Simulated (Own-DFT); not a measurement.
Al31GaO48 (corundum with substituted atoms, atoms displaced) (calculated)

All values are calculated (Own-DFT development build). A calculation, not a measurement: plane-wave PBE density functional theory by an unreviewed code, no spin, of a simulated periodic cell, stress positive in tension, free energy of the whole cell less one offset for each atom, defect cell not probed for a lower state with spin; oxygen file: force components 24 meV/angstrom off all-electron in one glass; forces on such cells passed a denser k mesh, this cell's mesh not checked; offsets are fitted by least squares, one for each functional and potential file, so energies compare only between cells with the same atoms and settings and are not formation energies; the far tail of each file's local potential was reset to the Coulomb form; each entry is a single point on an unrelaxed cell, so the pressure reflects the starting lattice, mostly measured values, from which strain is counted, and rises with the displacements; printed positions are rounded, which can move forces by about a meV/angstrom; the program is a retired in-house code; no spin-orbit coupling; before rounding, a Quantum ESPRESSO 7.3.1 run of the same cell and cutoff gave forces within 1 meV/angstrom rms on each cell, which checks the program and not the settings.

Al31GaO48 (corundum with substituted atoms, atoms displaced)

```
Al31GaO48
1.0
      5.4940     0.0000     8.6604
     -2.7470     4.7579     8.6604
     -2.7470    -4.7579     8.6604
Al O Al O Al O Al O Al Ga Al O Al O Al O Al O
4 6 4 6 4 6 4 6 1 1 2 6 4 6 4 6 4 6
Direct
  0.17473 0.16866 0.18244
  0.33129 0.32111 0.32693
  0.43263 0.43039 0.42496
  0.07362 0.06847 0.07984
  0.26864 0.45783 0.13529
  0.47141 0.12118 0.28585
  0.11869 0.27578 0.47988
  0.21306 0.03630 0.37874
  0.04277 0.38595 0.20074
  0.36742 0.24315 0.01877
  0.17410 0.17165 0.67494
  0.30051 0.33034 0.83216
  0.42319 0.44527 0.91579
  0.06371 0.06630 0.59210
  0.26331 0.47244 0.63051
  0.48170 0.11695 0.76552
  0.13720 0.28363 0.96008
  0.22390 0.03469 0.86896
  0.03037 0.36942 0.71600
  0.36083 0.22597 0.54148
  0.17252 0.66289 0.18459
  0.33423 0.82582 0.32812
  0.43053 0.91242 0.43429
  0.08762 0.56329 0.05819
  0.28738 0.95854 0.12299
  0.46573 0.61827 0.29357
  0.13506 0.78202 0.45063
  0.22046 0.51690 0.36610
  0.03199 0.88556 0.20784
  0.37587 0.72433 0.02774
  0.16730 0.66560 0.68021
  0.33574 0.84584 0.80746
  0.41985 0.94649 0.92085
  0.06297 0.56166 0.57476
  0.28141 0.97440 0.61830
  0.46206 0.62691 0.79700
  0.11799 0.77726 0.97853
  0.21066 0.53531 0.86683
  0.01297 0.87117 0.73140
  0.37725 0.70937 0.53392
  0.67981 0.16322 0.17433
  0.82630 0.31832 0.32723
  0.92060 0.42396 0.43682
  0.57250 0.07996 0.06474
  0.78545 0.46954 0.11687
  0.96600 0.11291 0.28486
  0.62793 0.27195 0.47593
  0.70773 0.03960 0.37538
  0.53383 0.36299 0.24256
  0.86941 0.22053 0.03689
  0.67474 0.18226 0.66179
  0.81511 0.33636 0.81989
  0.92487 0.44006 0.93007
  0.57143 0.06671 0.57920
  0.79010 0.47836 0.61874
  0.97845 0.13255 0.78446
  0.60638 0.27907 0.97566
  0.73860 0.01097 0.87421
  0.52883 0.37726 0.71474
  0.86775 0.22956 0.52179
  0.67561 0.66300 0.17660
  0.81622 0.80997 0.33615
  0.92652 0.90357 0.44906
  0.56717 0.56979 0.07623
  0.77782 0.95801 0.14612
  0.97794 0.61823 0.27190
  0.62519 0.78024 0.48482
  0.73800 0.50493 0.37478
  0.52235 0.87080 0.20710
  0.85768 0.71514 0.05184
  0.67506 0.67716 0.67434
  0.82376 0.83155 0.81654
  0.91692 0.92344 0.93137
  0.57219 0.59677 0.56938
  0.76558 0.97650 0.63015
  0.97862 0.62540 0.77702
  0.63827 0.76438 0.96077
  0.73107 0.51550 0.87801
  0.53832 0.86151 0.72446
  0.86953 0.72951 0.51002
```

Here we set functional PBE, potential files PseudoDojo norm-conserving, scalar-relativistic, standard set, wave cutoff 72 hartree, occupations Fermi-Dirac, smearing width 0.1 eV and k mesh 3 x 3 x 3 centred on Gamma.

Questions
1. Estimate the pressure of Al31GaO48 (corundum with substituted atoms, atoms displaced).

Answers
1. 14.12 GPa

Further results for Al31GaO48 (corundum with substituted atoms, atoms displaced):

| Item | Value |
| --- | --- |
| free energy of cell above offsets | -44.659 eV |
| stress xx | -13.52 GPa |
| stress yy | -14.61 GPa |
| stress zz | -14.24 GPa |
| stress yz | -0.72 GPa |
| stress xz | -0.83 GPa |
| stress xy | -0.87 GPa |

Force:
```csv
element,x (eV/Å),y (eV/Å),z (eV/Å)
Al,-0.313,1.569,0.737
Al,-0.438,-0.725,-1.303
Al,-0.632,-2.873,-1.351
Al,-0.804,1.014,-0.467
O,1.761,1.759,1.315
O,0.561,-0.454,-1.426
O,0.386,-0.021,-0.578
O,1.25,-1.617,-0.109
O,-0.112,-4.397,-2.691
O,1.143,-2.108,-1.519
Al,-0.62,1.431,1.139
Al,6.587,3.176,3.825
Al,-0.46,-3.769,-2.591
Al,0.452,2.271,0.032
O,1.216,0.685,-0.244
O,-2.254,0.655,2.288
O,-5.742,-4.501,-4.24
O,0.545,-0.359,0.368
O,-1.599,0.033,1.082
O,1.727,0.023,0.153
Al,-0.274,3.65,-0.586
Al,-1.215,0.138,-3.442
Al,-1.742,3.456,0.546
Al,-3.782,0.749,2.709
O,-2.052,0.842,1.709
O,1.16,2.097,0.797
O,-0.813,-2.509,0.7
O,-1.623,-1.203,3.125
O,-0.056,-3.778,-1.6
O,-0.204,-0.462,-0.664
Al,0.953,2.355,0.464
Al,-2.05,-3.802,-1.105
Al,1.682,-3.257,-1.143
Al,2.281,0.805,0.651
O,-0.028,-1.237,-0.206
O,1.926,3.421,0.219
O,1.163,1.22,-0.563
O,1.67,0.154,0.877
O,2.502,1.133,1.027
O,-0.528,1.545,1.216
Al,-0.594,-0.141,1.912
Ga,2.134,1.114,-2.528
Al,3.081,1.841,-0.946
Al,-1.104,-0.544,-0.738
O,-2.369,-0.723,0.653
O,1.397,0.551,1.331
O,-1.751,0.359,-1.245
O,0.773,-2.274,0.286
O,0.315,1.961,-1.482
O,0.696,0.798,-0.189
Al,-1.455,-0.831,1.03
Al,1.228,-2.706,1.187
Al,2.049,-1.032,-2.751
Al,0.028,2.24,-0.811
O,-2.521,0.082,-0.738
O,-0.845,-1.775,-3.811
O,2.534,0.393,2.17
O,-3.6,1.959,0.486
O,-0.561,0.682,1.162
O,1.564,-3.682,2.727
Al,0.322,0.216,0.114
Al,3.21,3.52,0.912
Al,-0.145,4.617,-0.699
Al,0.3,0.387,0.253
O,-0.206,2.752,-2.519
O,-2.515,-0.953,0.766
O,-1.617,-0.079,-3.291
O,-4.598,2.778,2.825
O,0.047,0.03,3.285
O,2.436,1.876,0.656
Al,0.22,-2.327,1.821
Al,-1.156,-2.528,-0.812
Al,0.934,-2.367,2.218
Al,2.085,-3.935,-3.309
O,2.618,-0.601,-0.303
O,-1.599,0.91,-1.934
O,-1.536,0.223,0.18
O,-1.19,1.781,-0.404
O,-0.791,1.547,0.586
O,0.562,-3.224,2.798
```
